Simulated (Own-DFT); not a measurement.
# Computed records: SiC (3C silicon carbide, strained, atoms displaced)

All values are calculated (Own-DFT development build). A calculation, not a measurement: plane-wave PBE density functional theory by an unreviewed code, no spin, of a simulated periodic cell, stress positive in tension, free energy of the whole cell less one offset for each atom, forces on such cells passed a denser k mesh, this cell's mesh not checked; offsets are fitted by least squares, one for each functional and potential file, so energies compare only between cells with the same atoms and settings and are not formation energies; the far tail of each file's local potential was reset to the Coulomb form; each entry is a single point on an unrelaxed cell, so the pressure reflects the starting lattice, mostly measured values (interpolated for alloys), from which strain is counted, and rises with the displacements; printed positions are rounded, which can move forces by about a meV/angstrom; the program, named Own-DFT, is a retired in-house code; no spin-orbit coupling.

Common to all runs: functional PBE; potential files PseudoDojo norm-conserving, scalar-relativistic, standard set; wave cutoff 42 hartree; occupations Fermi-Dirac; smearing width 0.1 eV; k mesh 4 x 4 x 4 centred on Gamma.

(1) 
```cif
# cell vector a (Å): 8.5936 0.1007 -0.1330
# cell vector b (Å): 0.1007 8.7669 0.1580
# cell vector c (Å): -0.1330 0.1580 8.7685
data_SiC
_symmetry_space_group_name_H-M 'P 1'
_symmetry_Int_Tables_number 1
_cell_length_a 8.5952
_cell_length_b 8.7689
_cell_length_c 8.7709
_cell_angle_alpha 87.946
_cell_angle_beta 91.743
_cell_angle_gamma 88.687
_cell_volume 660.15
loop_
_atom_site_label
_atom_site_type_symbol
_atom_site_fract_x
_atom_site_fract_y
_atom_site_fract_z
_atom_site_occupancy
Si1 Si 0.00207 0.99326 0.00629 1
Si2 Si 0.99375 0.24880 0.25546 1
Si3 Si 0.25657 0.00439 0.25241 1
Si4 Si 0.25765 0.26326 0.99815 1
C1 C 0.13024 0.13237 0.12677 1
C2 C 0.12214 0.37520 0.38411 1
C3 C 0.36788 0.12173 0.36946 1
C4 C 0.37431 0.37804 0.12641 1
Si5 Si 0.00111 0.00366 0.50037 1
Si6 Si 0.99419 0.24928 0.74550 1
Si7 Si 0.24653 0.99599 0.75456 1
Si8 Si 0.25441 0.24214 0.50160 1
C5 C 0.13512 0.12856 0.62211 1
C6 C 0.12802 0.36912 0.88084 1
C7 C 0.37563 0.12820 0.88008 1
C8 C 0.37026 0.37452 0.63580 1
Si9 Si 0.99528 0.50126 0.99116 1
Si10 Si 0.99900 0.75091 0.25368 1
Si11 Si 0.24573 0.50311 0.25078 1
Si12 Si 0.24594 0.75015 0.99410 1
C9 C 0.12640 0.62060 0.11907 1
C10 C 0.12785 0.87264 0.37025 1
C11 C 0.38048 0.63169 0.37619 1
C12 C 0.38335 0.87103 0.11686 1
Si13 Si 0.99846 0.49752 0.49894 1
Si14 Si 0.00795 0.76073 0.74165 1
Si15 Si 0.23838 0.50028 0.75285 1
Si16 Si 0.23882 0.75926 0.50591 1
C13 C 0.11804 0.62484 0.62649 1
C14 C 0.11535 0.87648 0.87549 1
C15 C 0.36920 0.62748 0.87358 1
C16 C 0.36753 0.86753 0.62979 1
Si17 Si 0.50116 0.00376 0.98471 1
Si18 Si 0.49928 0.24741 0.25373 1
Si19 Si 0.75154 0.00662 0.25203 1
Si20 Si 0.75615 0.24558 0.00573 1
C17 C 0.62610 0.11574 0.12538 1
C18 C 0.62365 0.38927 0.37081 1
C19 C 0.88062 0.11637 0.37843 1
C20 C 0.88027 0.36710 0.12971 1
Si21 Si 0.50362 0.00030 0.50710 1
Si22 Si 0.50047 0.25102 0.75321 1
Si23 Si 0.75538 0.99014 0.74934 1
Si24 Si 0.74760 0.25441 0.49715 1
C21 C 0.61705 0.13587 0.63564 1
C22 C 0.63122 0.37369 0.88549 1
C23 C 0.87085 0.12650 0.88273 1
C24 C 0.87455 0.38384 0.62371 1
Si25 Si 0.49187 0.48963 0.00320 1
Si26 Si 0.51384 0.75226 0.25193 1
Si27 Si 0.74917 0.49694 0.26028 1
Si28 Si 0.74667 0.74594 0.00107 1
C25 C 0.61419 0.63869 0.12239 1
C26 C 0.62470 0.88745 0.38030 1
C27 C 0.87953 0.62213 0.38733 1
C28 C 0.88710 0.86503 0.11718 1
Si29 Si 0.50316 0.50093 0.50594 1
Si30 Si 0.49457 0.74785 0.75005 1
Si31 Si 0.75242 0.50143 0.74783 1
Si32 Si 0.74336 0.76147 0.49845 1
C29 C 0.62091 0.61797 0.62987 1
C30 C 0.61926 0.86894 0.88008 1
C31 C 0.86799 0.61880 0.87530 1
C32 C 0.87873 0.87113 0.62979 1
_calc_free_energy_of_cell_above_offsets '-3.327'  # eV
_calc_pressure 7.03  # GPa
_calc_stress_xx -10.31  # GPa
_calc_stress_yy -5.03  # GPa
_calc_stress_zz -5.74  # GPa
_calc_stress_yz 10.47  # GPa
_calc_stress_xz -9.22  # GPa
_calc_stress_xy 8.11  # GPa
```

Force:
```tsv
element	x (eV/Å)	y (eV/Å)	z (eV/Å)
Si	0.685	2.411	-0.435
Si	3.098	-0.607	0.206
Si	-0.967	-2.259	-2.632
Si	-0.322	-3.462	1.879
C	-0.711	-0.645	-0.122
C	0.423	-0.285	-1.243
C	2.524	1.27	2.448
C	-0.262	-0.647	1.246
Si	1.948	-1.832	1.092
Si	1.319	-0.346	1.456
Si	0.83	0.886	0.371
Si	0.348	2.194	-0.188
C	-2.659	-1.342	0.951
C	-2.648	1.944	-2.551
C	-1.247	0.858	-1.911
C	0.275	0.375	-1.932
Si	1.359	-1.455	2.416
Si	1.184	-1.917	-0.167
Si	1.143	-0.225	0.987
Si	1.264	-0.386	1.681
C	-1.358	0.982	0.168
C	-1.338	1.871	0.263
C	-1.042	-0.239	0.386
C	-1.203	1.353	0.687
Si	1.551	-0.099	1.662
Si	-0.646	-3.622	2.638
Si	1.741	-0.16	0.19
Si	2.196	-2.975	-0.735
C	0.151	0.639	-0.693
C	1.227	0.496	-0.55
C	-0.202	-1.23	-0.112
C	0.461	2.369	-0.488
Si	0.436	-1.898	3.683
Si	0.305	0.162	-0.854
Si	0.954	-2.186	-0.236
Si	-0.804	0.269	0.553
C	-0.684	2.108	-0.565
C	-1.346	-3.479	1.623
C	-2.429	2.621	-0.746
C	-1.911	2.237	-0.746
Si	-1.672	0.701	0.217
Si	-0.35	0.989	1.955
Si	-1.292	1.722	1.664
Si	0.191	-0.26	0.977
C	2.088	-2.298	-2.447
C	-1.129	0.326	-1.366
C	1.041	-1.357	-1.815
C	-0.554	-1.744	-0.208
Si	1.811	2.9	-0.785
Si	-3.085	0.824	0.266
Si	1.457	2.325	-3.164
Si	0.853	-0.408	0.01
C	2.42	-3.485	0.411
C	0.159	-0.344	-1.009
C	-2.382	2.368	-2.626
C	-3.036	1.079	1.376
Si	-1.963	0.049	-0.232
Si	0.865	-1.355	1.025
Si	-0.479	-0.8	1.556
Si	1.682	-3.019	1.676
C	0.203	2.607	-0.811
C	0.924	0.898	-2.659
C	0.304	2.21	-1.129
C	-1.697	2.324	-2.557
```

(2) 
```cif
# cell vector a (Å): 8.6161 0.0499 0.1125
# cell vector b (Å): 0.0499 8.8151 -0.1041
# cell vector c (Å): 0.1125 -0.1041 8.6865
data_SiC
_symmetry_space_group_name_H-M 'P 1'
_symmetry_Int_Tables_number 1
_cell_length_a 8.6170
_cell_length_b 8.8159
_cell_length_c 8.6879
_cell_angle_alpha 91.359
_cell_angle_beta 88.514
_cell_angle_gamma 89.353
_cell_volume 659.53
loop_
_atom_site_label
_atom_site_type_symbol
_atom_site_fract_x
_atom_site_fract_y
_atom_site_fract_z
_atom_site_occupancy
Si1 Si 0.99101 0.99456 0.99237 1
Si2 Si 0.99180 0.24758 0.25489 1
Si3 Si 0.24177 0.99843 0.24421 1
Si4 Si 0.24598 0.24736 0.00037 1
C1 C 0.12176 0.12210 0.13140 1
C2 C 0.11429 0.37438 0.37791 1
C3 C 0.37258 0.11723 0.37415 1
C4 C 0.38821 0.37687 0.12208 1
Si5 Si 0.00345 0.99476 0.50427 1
Si6 Si 0.00130 0.25554 0.75775 1
Si7 Si 0.24872 0.00749 0.73908 1
Si8 Si 0.24915 0.25095 0.50637 1
C5 C 0.12379 0.11293 0.62595 1
C6 C 0.12275 0.37920 0.88017 1
C7 C 0.37562 0.13091 0.87161 1
C8 C 0.37994 0.37881 0.62271 1
Si9 Si 0.99600 0.49938 0.99355 1
Si10 Si 0.00304 0.74575 0.25005 1
Si11 Si 0.24274 0.50426 0.25163 1
Si12 Si 0.25455 0.74115 0.98689 1
C9 C 0.12602 0.62755 0.13299 1
C10 C 0.12095 0.87044 0.37890 1
C11 C 0.37897 0.63134 0.38381 1
C12 C 0.35765 0.88254 0.13098 1
Si13 Si 0.00095 0.49594 0.50881 1
Si14 Si 0.98767 0.74557 0.73957 1
Si15 Si 0.24523 0.50520 0.74889 1
Si16 Si 0.25172 0.75391 0.50364 1
C13 C 0.11551 0.62339 0.63573 1
C14 C 0.12615 0.87646 0.87775 1
C15 C 0.36896 0.62957 0.88335 1
C16 C 0.37898 0.88472 0.61831 1
Si17 Si 0.49838 0.98690 0.99360 1
Si18 Si 0.50650 0.24747 0.25438 1
Si19 Si 0.75507 0.99317 0.24259 1
Si20 Si 0.74885 0.24025 0.00412 1
C17 C 0.63059 0.12888 0.12190 1
C18 C 0.62459 0.37316 0.38885 1
C19 C 0.88038 0.12640 0.36362 1
C20 C 0.87614 0.37131 0.12791 1
Si21 Si 0.49712 0.98523 0.50853 1
Si22 Si 0.49849 0.25491 0.74190 1
Si23 Si 0.74241 0.99937 0.75211 1
Si24 Si 0.75330 0.25453 0.50271 1
C21 C 0.64165 0.12630 0.62015 1
C22 C 0.62644 0.37419 0.87807 1
C23 C 0.87831 0.12780 0.88401 1
C24 C 0.87373 0.36756 0.63123 1
Si25 Si 0.49821 0.50236 0.99668 1
Si26 Si 0.50013 0.76075 0.24843 1
Si27 Si 0.75293 0.49257 0.24997 1
Si28 Si 0.74592 0.74964 0.00243 1
C25 C 0.63331 0.62944 0.11757 1
C26 C 0.63062 0.88325 0.36993 1
C27 C 0.88776 0.62716 0.36948 1
C28 C 0.86457 0.87931 0.13455 1
Si29 Si 0.51309 0.50577 0.49735 1
Si30 Si 0.50311 0.75870 0.74060 1
Si31 Si 0.75232 0.49836 0.75403 1
Si32 Si 0.74612 0.75291 0.51391 1
C29 C 0.62413 0.62871 0.62808 1
C30 C 0.61898 0.87210 0.87703 1
C31 C 0.87807 0.61624 0.86872 1
C32 C 0.87900 0.87739 0.62484 1
_calc_free_energy_of_cell_above_offsets '-2.212'  # eV
_calc_pressure 7.92  # GPa
_calc_stress_xx -10.62  # GPa
_calc_stress_yy -5.05  # GPa
_calc_stress_zz -8.08  # GPa
_calc_stress_yz -6.41  # GPa
_calc_stress_xz 9.86  # GPa
_calc_stress_xy 5.18  # GPa
```

Force:
```tsv
element	x (eV/Å)	y (eV/Å)	z (eV/Å)
Si	1.415	0.579	2.508
Si	2.253	1.15	-1.637
Si	-1.035	1.813	3.159
Si	0.728	0.43	1.179
C	-0.526	0.657	-1.822
C	2.074	-0.43	0.12
C	0.39	0.771	0.679
C	-2.376	-0.331	1.361
Si	-1.221	1.371	-1.848
Si	-0.245	-1.798	-0.471
Si	0.61	-1.165	3.556
Si	-0.058	-0.569	-1.788
C	-0.714	3.483	-0.238
C	1.396	-1.034	-1.227
C	0.099	-1.381	-0.858
C	-0.9	0.77	0.014
Si	0.038	0.521	2.977
Si	-0.851	2.045	0.397
Si	1.724	-1.163	0.646
Si	-4.618	4.841	5.253
C	0.212	-0.852	-3.336
C	1.014	0.017	-0.521
C	0.299	-0.81	-1.353
C	4.021	-3.333	-3.398
Si	-0.991	0.832	-1.179
Si	1.336	1.576	3.133
Si	0.897	-0.687	0.899
Si	-1.15	-0.516	-0.227
C	2.435	-0.185	-2.328
C	-0.124	-1.179	-2.11
C	4.112	-3.257	-5.143
C	-2.487	-3.829	3.352
Si	-2.292	4.051	2.626
Si	-1.384	-0.154	-0.075
Si	-2.921	5.098	3.498
Si	0.303	2.989	-0.487
C	-1.46	-2.882	0.959
C	1.452	-0.21	-2.63
C	-1.926	-1.857	3.308
C	-0.213	-0.122	-1.312
Si	3.47	5.7	-4.705
Si	1.343	-0.64	1.397
Si	1.877	1.152	0.265
Si	0.928	-1.714	-1.139
C	-3.169	-1.058	1.064
C	-0.019	-0.09	-0.994
C	-0.555	-1.022	-2.278
C	0.747	1.308	-0.349
Si	1.007	0.139	0.59
Si	-0.233	-0.849	0.101
Si	-0.111	1.907	0.583
Si	1.816	0.321	-0.844
C	-2.371	-1.537	1.926
C	-0.805	-1.876	1.623
C	-2.927	-1.589	2.67
C	4.339	-4.46	-4.935
Si	-3.114	0.471	0.955
Si	-1.909	-0.971	1.994
Si	-1.297	-0.734	0.019
Si	1.683	0.23	-3.961
C	1.002	-0.945	0.302
C	1.932	-1.015	-1.686
C	-0.993	2.285	0.946
C	-1.954	-0.267	0.818
```

(3) 
```cif
# cell vector a (Å): 8.7981 -0.1388 0.1700
# cell vector b (Å): -0.1388 8.5591 -0.0852
# cell vector c (Å): 0.1700 -0.0852 8.7387
data_SiC
_symmetry_space_group_name_H-M 'P 1'
_symmetry_Int_Tables_number 1
_cell_length_a 8.8008
_cell_length_b 8.5606
_cell_length_c 8.7408
_cell_angle_alpha 91.147
_cell_angle_beta 87.770
_cell_angle_gamma 91.843
_cell_volume 657.58
loop_
_atom_site_label
_atom_site_type_symbol
_atom_site_fract_x
_atom_site_fract_y
_atom_site_fract_z
_atom_site_occupancy
Si1 Si 0.00028 0.99581 0.00248 1
Si2 Si 0.01149 0.25507 0.24775 1
Si3 Si 0.25096 0.99282 0.24919 1
Si4 Si 0.25480 0.25385 0.00856 1
C1 C 0.12558 0.12281 0.12199 1
C2 C 0.12391 0.37845 0.37929 1
C3 C 0.37325 0.13122 0.36507 1
C4 C 0.38379 0.38298 0.13382 1
Si5 Si 0.99193 0.99969 0.49847 1
Si6 Si 0.00197 0.25631 0.73505 1
Si7 Si 0.25205 0.00943 0.75133 1
Si8 Si 0.25083 0.24651 0.50054 1
C5 C 0.12013 0.11800 0.63635 1
C6 C 0.12669 0.36774 0.87469 1
C7 C 0.36894 0.12024 0.87695 1
C8 C 0.37031 0.36540 0.61992 1
Si9 Si 0.00442 0.49559 0.99945 1
Si10 Si 0.99773 0.74890 0.25833 1
Si11 Si 0.25526 0.49992 0.25061 1
Si12 Si 0.25723 0.74910 0.99596 1
C9 C 0.13158 0.62528 0.11846 1
C10 C 0.12977 0.87305 0.37302 1
C11 C 0.36604 0.62579 0.38488 1
C12 C 0.38413 0.87734 0.12587 1
Si13 Si 0.00257 0.50835 0.50238 1
Si14 Si 0.99188 0.74529 0.75423 1
Si15 Si 0.24262 0.49837 0.75833 1
Si16 Si 0.25114 0.75417 0.49920 1
C13 C 0.13131 0.62897 0.62123 1
C14 C 0.11740 0.87364 0.88156 1
C15 C 0.37651 0.62266 0.86954 1
C16 C 0.37228 0.87885 0.63116 1
Si17 Si 0.49915 0.99914 0.99901 1
Si18 Si 0.49597 0.24596 0.24503 1
Si19 Si 0.74867 0.99468 0.26030 1
Si20 Si 0.74894 0.24846 0.99679 1
C17 C 0.62989 0.12059 0.12113 1
C18 C 0.62311 0.37871 0.38267 1
C19 C 0.87039 0.13293 0.37417 1
C20 C 0.87378 0.38049 0.12531 1
Si21 Si 0.50624 0.99970 0.49264 1
Si22 Si 0.49452 0.24276 0.74917 1
Si23 Si 0.74552 0.99828 0.74772 1
Si24 Si 0.75383 0.25007 0.49785 1
C21 C 0.62769 0.13129 0.61967 1
C22 C 0.62132 0.36951 0.86575 1
C23 C 0.87241 0.12641 0.87487 1
C24 C 0.87759 0.38037 0.63035 1
Si25 Si 0.49257 0.49601 0.00640 1
Si26 Si 0.49977 0.74744 0.24708 1
Si27 Si 0.74510 0.49994 0.24561 1
Si28 Si 0.75016 0.74594 0.99405 1
C25 C 0.63477 0.62346 0.12826 1
C26 C 0.62909 0.86741 0.37711 1
C27 C 0.88777 0.63854 0.37889 1
C28 C 0.87879 0.87235 0.12629 1
Si29 Si 0.51151 0.49691 0.49984 1
Si30 Si 0.49821 0.76203 0.75524 1
Si31 Si 0.75159 0.50466 0.74780 1
Si32 Si 0.74863 0.75546 0.50806 1
C29 C 0.61980 0.63532 0.61530 1
C30 C 0.61623 0.88066 0.86745 1
C31 C 0.87288 0.62144 0.87297 1
C32 C 0.88067 0.87532 0.62303 1
_calc_free_energy_of_cell_above_offsets '-4.293'  # eV
_calc_pressure 7.45  # GPa
_calc_stress_xx -4.62  # GPa
_calc_stress_yy -11.36  # GPa
_calc_stress_zz -6.37  # GPa
_calc_stress_yz -4.62  # GPa
_calc_stress_xz 11.3  # GPa
_calc_stress_xy -9.09  # GPa
```

Force:
```tsv
element	x (eV/Å)	y (eV/Å)	z (eV/Å)
Si	-0.859	1.486	-0.645
Si	-2.167	-0.186	0.134
Si	0.033	1.546	-0.657
Si	-0.592	-0.487	-1.322
C	0.731	0.033	1.104
C	0.74	-0.727	-0.362
C	-0.377	-2.283	1.504
C	-1.727	-2.507	-0.093
Si	2.062	0.883	-0.434
Si	-0.953	-1.103	3.291
Si	-2.273	-2.416	0.207
Si	-1.257	-0.052	-0.416
C	0.793	0.564	-3.152
C	-0.444	0.215	0.876
C	1.635	1.19	1.508
C	1.274	1.522	1.788
Si	-0.403	0.838	-0.02
Si	2.505	1.461	-3.772
Si	-1.651	1.313	0.963
Si	-1.221	0.826	0.163
C	-0.46	-0.647	1.459
C	-0.929	0.497	0.914
C	2.796	-0.621	-1.98
C	-0.974	-1.429	-0.039
Si	-0.123	-0.115	-0.493
Si	2.478	1.506	-1.322
Si	1.631	0.355	-2.821
Si	-0.223	0.81	1.006
C	-1.301	-0.58	2.207
C	1.966	-0.614	-1.34
C	0.431	-0.027	1.261
C	0.696	0.542	-1.199
Si	0.306	1.215	-0.116
Si	2.343	1.069	0.285
Si	0.84	0.911	-2.644
Si	0.371	0.766	-0.258
C	-0.985	0.126	1.195
C	1.813	-1.975	-2.658
C	1.806	-1.516	-0.423
C	0.411	-1.257	-0.064
Si	-1.293	0.569	0.989
Si	0.114	1.088	-0.871
Si	1.385	1.717	-0.408
Si	-0.668	2.058	0.731
C	-0.441	-1.802	0.538
C	-0.086	0.875	1.71
C	0.746	-0.529	-0.718
C	-0.146	-0.066	-1.859
Si	3.032	1.753	-3.006
Si	0.059	-0.224	1.09
Si	1.837	0.392	1.853
Si	0.128	1.404	0.974
C	-2.43	0.121	-1.149
C	-0.936	0.266	0.072
C	-3.846	-3.44	1.884
C	-1.159	-0.292	0.735
Si	-4.124	1.265	1.234
Si	-1.273	-2.382	-2.662
Si	-1.796	-0.604	-0.237
Si	1.447	-0.252	-2.061
C	0.483	-1.203	3.026
C	2.066	-0.765	2.067
C	0.029	-0.484	0.791
C	-1.868	-0.598	1.639
```

(4) 
```cif
# cell vector a (Å): 8.6908 0.1435 0.1051
# cell vector b (Å): 0.1435 8.5674 0.0839
# cell vector c (Å): 0.1051 0.0839 8.7617
data_SiC
_symmetry_space_group_name_H-M 'P 1'
_symmetry_Int_Tables_number 1
_cell_length_a 8.6926
_cell_length_b 8.5690
_cell_length_c 8.7627
_cell_angle_alpha 88.879
_cell_angle_beta 88.611
_cell_angle_gamma 88.088
_cell_volume 652.04
loop_
_atom_site_label
_atom_site_type_symbol
_atom_site_fract_x
_atom_site_fract_y
_atom_site_fract_z
_atom_site_occupancy
Si1 Si 0.99197 0.98680 0.99730 1
Si2 Si 0.00102 0.25021 0.25564 1
Si3 Si 0.25488 0.00302 0.24233 1
Si4 Si 0.25302 0.24770 0.00379 1
C1 C 0.11263 0.12449 0.12136 1
C2 C 0.12929 0.37444 0.37344 1
C3 C 0.37789 0.12666 0.37536 1
C4 C 0.36824 0.37795 0.12146 1
Si5 Si 0.00756 0.99560 0.49399 1
Si6 Si 0.99002 0.24483 0.74785 1
Si7 Si 0.24800 0.99519 0.73423 1
Si8 Si 0.24640 0.25296 0.49171 1
C5 C 0.12018 0.13997 0.62689 1
C6 C 0.11833 0.37276 0.87808 1
C7 C 0.38295 0.12283 0.87953 1
C8 C 0.37325 0.36832 0.62957 1
Si9 Si 0.99478 0.50144 0.00517 1
Si10 Si 0.98489 0.76007 0.25965 1
Si11 Si 0.24851 0.50486 0.25155 1
Si12 Si 0.23934 0.75281 0.99083 1
C9 C 0.10872 0.62122 0.12472 1
C10 C 0.13111 0.87253 0.37527 1
C11 C 0.38243 0.61279 0.38077 1
C12 C 0.37555 0.88459 0.12112 1
Si13 Si 0.99615 0.50240 0.49318 1
Si14 Si 0.99105 0.75082 0.75502 1
Si15 Si 0.25077 0.49412 0.76868 1
Si16 Si 0.26073 0.74399 0.50184 1
C13 C 0.11817 0.61740 0.62394 1
C14 C 0.11902 0.87157 0.87260 1
C15 C 0.37274 0.61816 0.87041 1
C16 C 0.37846 0.86458 0.63198 1
Si17 Si 0.50742 0.98992 0.00456 1
Si18 Si 0.50511 0.24221 0.24785 1
Si19 Si 0.74762 0.99747 0.25250 1
Si20 Si 0.74373 0.24600 0.00588 1
C17 C 0.63421 0.12801 0.11855 1
C18 C 0.62397 0.36312 0.37040 1
C19 C 0.87216 0.12270 0.37726 1
C20 C 0.87627 0.37400 0.13608 1
Si21 Si 0.50381 0.99981 0.51123 1
Si22 Si 0.51087 0.24749 0.75116 1
Si23 Si 0.76075 0.00831 0.73971 1
Si24 Si 0.73963 0.24530 0.49659 1
C21 C 0.62962 0.12954 0.63556 1
C22 C 0.62869 0.36126 0.87893 1
C23 C 0.88002 0.11900 0.87351 1
C24 C 0.87286 0.38077 0.61944 1
Si25 Si 0.50462 0.50240 0.00644 1
Si26 Si 0.49864 0.74947 0.25310 1
Si27 Si 0.74585 0.50211 0.24306 1
Si28 Si 0.74704 0.76201 0.00158 1
C25 C 0.61735 0.62548 0.12577 1
C26 C 0.63011 0.87466 0.38492 1
C27 C 0.88141 0.63732 0.37161 1
C28 C 0.88389 0.87644 0.12086 1
Si29 Si 0.49851 0.50257 0.49373 1
Si30 Si 0.50510 0.75211 0.75333 1
Si31 Si 0.75365 0.49878 0.74486 1
Si32 Si 0.74844 0.74966 0.49069 1
C29 C 0.62351 0.62383 0.61547 1
C30 C 0.62232 0.87520 0.88124 1
C31 C 0.86554 0.62487 0.87970 1
C32 C 0.87704 0.87577 0.62527 1
_calc_free_energy_of_cell_above_offsets '-2.968'  # eV
_calc_pressure 9.84  # GPa
_calc_stress_xx -9.59  # GPa
_calc_stress_yy -12.8  # GPa
_calc_stress_zz -7.14  # GPa
_calc_stress_yz 6.17  # GPa
_calc_stress_xz 6.22  # GPa
_calc_stress_xy 9.78  # GPa
```

Force:
```tsv
element	x (eV/Å)	y (eV/Å)	z (eV/Å)
Si	2.838	3.743	-0.8
Si	-0.179	-0.304	-0.299
Si	-1.76	0.66	1.36
Si	-1.293	-0.148	-1.03
C	1.592	-0.789	0.309
C	-1.604	0.784	-0.795
C	0.029	-1.405	-0.042
C	1.541	-0.524	1.161
Si	-0.92	1.328	1.675
Si	1.163	2.603	1.023
Si	-0.443	1.887	3.251
Si	1.488	0.048	2.703
C	1.249	-3.3	-2.245
C	-0.304	-0.557	0.481
C	-0.647	-0.71	-0.848
C	0.679	0.78	-0.69
Si	-0.232	-1.157	-0.641
Si	4.969	-0.1	-2.622
Si	-0.42	-0.427	-0.902
Si	1.441	-1.603	1.939
C	2.195	2.178	1.068
C	0.762	-0.191	-0.765
C	-2.629	3.31	-3.295
C	-0.203	-3.17	0.733
Si	1.271	-0.153	1.154
Si	1.114	-1.389	-1.031
Si	-1.174	-0.629	-3.751
Si	-2.16	-0.522	0.722
C	1.135	0.991	0.737
C	0.151	0.649	-1.633
C	1.439	1.814	1.754
C	-0.143	1.339	-2.079
Si	-1.128	3.541	-0.878
Si	-1.217	1.513	-0.433
Si	1.211	1.176	-0.366
Si	4.26	1.348	-1.559
C	-2.662	-3.518	2.622
C	-0.47	2.311	-0.347
C	0.338	-0.622	-0.27
C	-0.949	-0.001	-1.883
Si	-0.567	0.508	-0.514
Si	-3.241	1.068	1.58
Si	-0.624	-1.454	2.647
Si	2.301	0.897	0.82
C	-0.327	-1.627	-2.874
C	-0.216	3.171	-0.755
C	-1.82	0.315	0.445
C	-0.368	-1.783	-0.681
Si	-1.42	-1.316	-1.802
Si	-0.591	0.618	0.269
Si	0.608	-0.517	1.76
Si	0.705	-2.415	0.37
C	1.303	1.124	-0.006
C	-2.211	1.055	-2.733
C	-3.337	-3.24	0.942
C	-4.286	-0.932	1.912
Si	1.807	-3.874	3.411
Si	0.142	-1.821	0.517
Si	-1.381	0.394	1.255
Si	1.549	-0.725	3.496
C	0.42	0.234	0.997
C	1.396	-0.146	-2.765
C	0.142	0.118	-0.364
C	-0.315	-0.436	-1.414
```
